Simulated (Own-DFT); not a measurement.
SiC (2H silicon carbide, atoms displaced) (calculated)

A calculation, not a measurement: plane-wave PBE density functional theory by an unreviewed code, no spin, of a simulated periodic cell, stress positive in tension, free energy of the whole cell less one offset for each atom, forces on such cells passed a denser k mesh, this cell's mesh not checked; offsets are fitted by least squares, one for each functional and potential file, so energies compare only between cells with the same atoms and settings and are not formation energies; the far tail of each file's local potential was reset to the Coulomb form; each entry is a single point on an unrelaxed cell, so the pressure reflects the starting lattice, mostly measured values (interpolated for alloys), from which strain is counted, and rises with the displacements; printed positions are rounded, which can move forces by about a meV/angstrom; the program, named Own-DFT, is a retired in-house code; no spin-orbit coupling. Program: Own-DFT development build.

Common to all runs: functional PBE; potential files PseudoDojo norm-conserving, scalar-relativistic, standard set; wave cutoff 42 hartree; occupations Fermi-Dirac; smearing width 0.1 eV; hardware one NVIDIA H100; k mesh 5 x 5 x 3 centred on Gamma.

```yaml
- entry: 1
  formula: SiC
  kind: "2H silicon carbide, atoms displaced"
  structure:
    cell_angstrom: [[6.1654, 0.0, 0.0], [-3.0827, 5.3394, 0.0], [0.0, 0.0, 10.0681]]
    atoms_fractional:
      - [Si, 0.99641, 0.99811, 0.00259]
      - [Si, 0.16274, 0.32889, 0.24683]
      - [C, 0.00179, 0.99595, 0.18895]
      - [C, 0.17697, 0.33434, 0.44093]
      - [Si, 0.99794, 0.99335, 0.50029]
      - [Si, 0.16382, 0.33712, 0.74791]
      - [C, 0.99876, 0.00118, 0.683]
      - [C, 0.16924, 0.32979, 0.93655]
      - [Si, 0.9932, 0.49507, 0.99388]
      - [Si, 0.173, 0.83275, 0.24806]
      - [C, 0.99433, 0.49, 0.18909]
      - [C, 0.17517, 0.84008, 0.44038]
      - [Si, 0.00095, 0.49597, 0.50245]
      - [Si, 0.16036, 0.82152, 0.74558]
      - [C, 0.99054, 0.49551, 0.69009]
      - [C, 0.1633, 0.82625, 0.9408]
      - [Si, 0.48915, 0.00236, 0.00028]
      - [Si, 0.66764, 0.33479, 0.24762]
      - [C, 0.49657, 0.00255, 0.17848]
      - [C, 0.67648, 0.3456, 0.43814]
      - [Si, 0.5037, 0.00105, 0.49717]
      - [Si, 0.66878, 0.33966, 0.75089]
      - [C, 0.501, 0.00285, 0.68361]
      - [C, 0.66899, 0.33043, 0.93369]
      - [Si, 0.50968, 0.50225, 0.99736]
      - [Si, 0.67219, 0.83803, 0.25248]
      - [C, 0.50386, 0.49886, 0.19032]
      - [C, 0.6705, 0.82788, 0.43716]
      - [Si, 0.50612, 0.50165, 0.49831]
      - [Si, 0.66359, 0.82794, 0.75042]
      - [C, 0.50348, 0.4991, 0.68595]
      - [C, 0.659, 0.83942, 0.94065]
  results:
    "free_energy_of_cell_above_offsets [eV]": "-4.691"
    "pressure [GPa]": 3.72
    "stress_xx [GPa]": -3.56
    "stress_yy [GPa]": -2.17
    "stress_zz [GPa]": -5.43
    "stress_yz [GPa]": -0.14
    "stress_xz [GPa]": -0.3
    "stress_xy [GPa]": -0.76
    force_element: [Si, Si, C, C, Si, Si, C, C, Si, Si, C, C, Si, Si, C, C, Si, Si, C, C, Si, Si, C, C, Si, Si, C, C, Si, Si, C, C]
    "force_x [eV/angstrom]": [-0.056, 0.822, -0.172, -1.137, 0.43, 1.001, 0.073, -0.138, 1.401, -0.545, 0.251, -0.028, 0.566, -0.068, 0.912, -0.992, 1.015, -0.066, 0.838, 0.295, 0.295, -0.578, 0.066, -0.84, -1.211, -0.435, -0.676, -0.79, -0.225, -0.205, -0.835, 1.035]
    "force_y [eV/angstrom]": [-0.037, 0.361, 0.129, -0.48, 1.05, -0.989, -0.482, 0.246, -0.136, -0.578, 0.953, -1.09, 0.692, 2.118, 0.146, 0.399, -0.385, -0.289, -0.044, -1.531, 0.584, -1.658, -0.509, 0.163, 0.097, -0.682, 0.456, 0.993, -0.332, 1.11, 0.237, -0.512]
    "force_z [eV/angstrom]": [-0.784, 0.91, 0.011, -0.667, -0.448, 0.14, 1.423, 0.093, 1.432, 0.497, -0.967, -0.826, -0.742, 0.644, -0.642, -1.193, -1.264, 0.635, 2.706, -0.515, 0.368, -0.746, 0.92, 0.524, 0.664, -1.112, -0.855, -0.076, 0.335, -0.24, 0.322, -0.544]
    "wall_time [s]": 131.0
- entry: 2
  formula: SiC
  kind: "2H silicon carbide, atoms displaced"
  structure:
    cell_angstrom: [[6.1654, 0.0, 0.0], [-3.0827, 5.3394, 0.0], [0.0, 0.0, 10.0681]]
    atoms_fractional:
      - [Si, 0.01409, 0.01981, 0.99224]
      - [Si, 0.17148, 0.32629, 0.26991]
      - [C, 0.00466, 0.9909, 0.18576]
      - [C, 0.15168, 0.35607, 0.4524]
      - [Si, 0.00272, 0.98685, 0.52096]
      - [Si, 0.17125, 0.34227, 0.74795]
      - [C, 0.98499, 0.00021, 0.68032]
      - [C, 0.18591, 0.31511, 0.94869]
      - [Si, 0.99238, 0.5053, 0.00991]
      - [Si, 0.14287, 0.84232, 0.27209]
      - [C, 0.00118, 0.48869, 0.1938]
      - [C, 0.2063, 0.84916, 0.45558]
      - [Si, 0.02369, 0.52995, 0.51296]
      - [Si, 0.14851, 0.8115, 0.77059]
      - [C, 0.01765, 0.5224, 0.6885]
      - [C, 0.14804, 0.81078, 0.94869]
      - [Si, 0.4938, 0.99916, 0.0116]
      - [Si, 0.6679, 0.31002, 0.25486]
      - [C, 0.48412, 0.00448, 0.17588]
      - [C, 0.62246, 0.31901, 0.43906]
      - [Si, 0.49657, 0.99182, 0.48954]
      - [Si, 0.69659, 0.33268, 0.74153]
      - [C, 0.46554, 0.96942, 0.68592]
      - [C, 0.64507, 0.33066, 0.93304]
      - [Si, 0.48052, 0.50938, 0.99119]
      - [Si, 0.65577, 0.81535, 0.26132]
      - [C, 0.49741, 0.5103, 0.19623]
      - [C, 0.67642, 0.79657, 0.44605]
      - [Si, 0.48051, 0.46189, 0.50231]
      - [Si, 0.67474, 0.80706, 0.73764]
      - [C, 0.48871, 0.4764, 0.68156]
      - [C, 0.67598, 0.82691, 0.93465]
  results:
    "free_energy_of_cell_above_offsets [eV]": "6.445"
    "pressure [GPa]": 11.97
    "stress_xx [GPa]": -8.1
    "stress_yy [GPa]": -12.87
    "stress_zz [GPa]": -14.94
    "stress_yz [GPa]": -1.1
    "stress_xz [GPa]": 0.8
    "stress_xy [GPa]": -4.05
    force_element: [Si, Si, C, C, Si, Si, C, C, Si, Si, C, C, Si, Si, C, C, Si, Si, C, C, Si, Si, C, C, Si, Si, C, C, Si, Si, C, C]
    "force_x [eV/angstrom]": [-0.795, -1.005, -2.879, 2.8, -0.442, 0.771, 1.748, -6.077, -0.617, 3.363, -0.425, -9.274, -2.442, 0.923, 0.16, 0.864, 0.717, -1.886, 0.717, 7.053, 7.675, -4.289, 3.002, 2.317, 5.996, 0.727, 0.713, -1.388, -3.872, -4.641, 1.821, -1.335]
    "force_y [eV/angstrom]": [-6.754, 0.535, 1.515, -3.94, 1.01, -1.687, 0.717, 3.547, -3.432, -2.079, 0.546, -3.423, -1.237, 3.937, -2.633, 2.724, 0.05, 2.558, -1.453, -1.829, 2.661, -3.211, 1.716, 0.06, 1.437, 2.148, -2.815, 2.384, 3.927, 0.849, 0.339, 1.837]
    "force_z [eV/angstrom]": [3.415, -2.895, 1.422, -0.918, -7.739, 1.131, 7.804, -4.859, 0.489, -3.074, 1.886, -3.659, -1.622, -1.876, 1.179, -0.601, -6.595, -1.297, 7.833, -1.776, 4.914, 1.717, 0.354, 0.644, 3.76, -1.597, -1.327, -0.351, 1.074, 1.883, 1.299, -0.621]
    "wall_time [s]": 118.9
```
